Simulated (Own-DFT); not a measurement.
# What a defect does to the pressure of its cell: C11b WSi2

Calculated, not measured: single-point runs of Own-DFT, a retired in-house plane-wave DFT program that no person has reviewed, on unrelaxed cells, without spin or spin-orbit coupling.

All runs used: PBE; PseudoDojo norm-conserving scalar-relativistic files; cutoff 50 hartree; 5 x 5 x 5 k mesh centred on Gamma; cold (Marzari-Vanderbilt) smearing of 0.2 eV.

Caveats: forces on such cells failed a check on a denser k mesh; stress not checked against mesh or cutoff.

All runs share one cell, with vectors in Å (-2.148, -5.953, 3.409); (-6.444, 2.976, 1.136); (-2.553, -2.948, -6.757) and a volume of 403.2 Å³. Atoms were moved at random from their sites; u is the rms move along one axis. The defect's site can differ from row to row.

| cell | formula | u (Å) | P (GPa) |
|---|---|---|---|
| no defect | Si20W10 | 0.0214 | 4.42 |
| no defect | Si20W10 | 0.0491 | 5.95 |
| no defect | Si20W10 | 0.0506 | 6.25 |
| one W on a Si site | Si19W11 | 0.0290 | ? |
| one W on a Si site | Si19W11 | 0.0305 | 9.88 |
| one W on a Si site | Si19W11 | 0.0510 | 10.88 |
| one W on a Si site | Si19W11 | 0.0561 | 11.43 |
| one Si on a W site | Si21W9 | 0.0266 | 6.04 |
| one Si on a W site | Si21W9 | 0.0301 | 6.48 |
| one Si on a W site | Si21W9 | 0.0447 | 6.62 |
| one Si vacancy | Si19W10 | 0.0286 | 2.96 |
| one Si vacancy | Si19W10 | 0.0466 | 4.13 |
| one Si vacancy | Si19W10 | 0.0497 | 4.52 |

## Worked fit

P = P0 + c u² + a shift for each defect gives P0 = 4.20 GPa, c = 739 ± 79 GPa/Å² and a scatter of 0.22 GPa. The shifts, and each times the cell's volume:

- one W on a Si site: 4.88 ± 0.18 GPa, 12.3 eV
- one Si on a W site: 1.29 ± 0.19 GPa, 3.2 eV
- one Si vacancy: -1.68 ± 0.18 GPa, -4.2 eV

Against the defect-free cell, a freed cell would be larger where the shift is positive and smaller where it is negative (160.2 GPa Å³ is 1 eV). The atoms around the defects weren't relaxed, which would change these numbers.

## Check

Asked: what pressure belongs in the blank (one W on a Si site, u = 0.0290 Å)?

Estimate: 9.71 ± 0.28 GPa. Computed: 9.92 GPa.
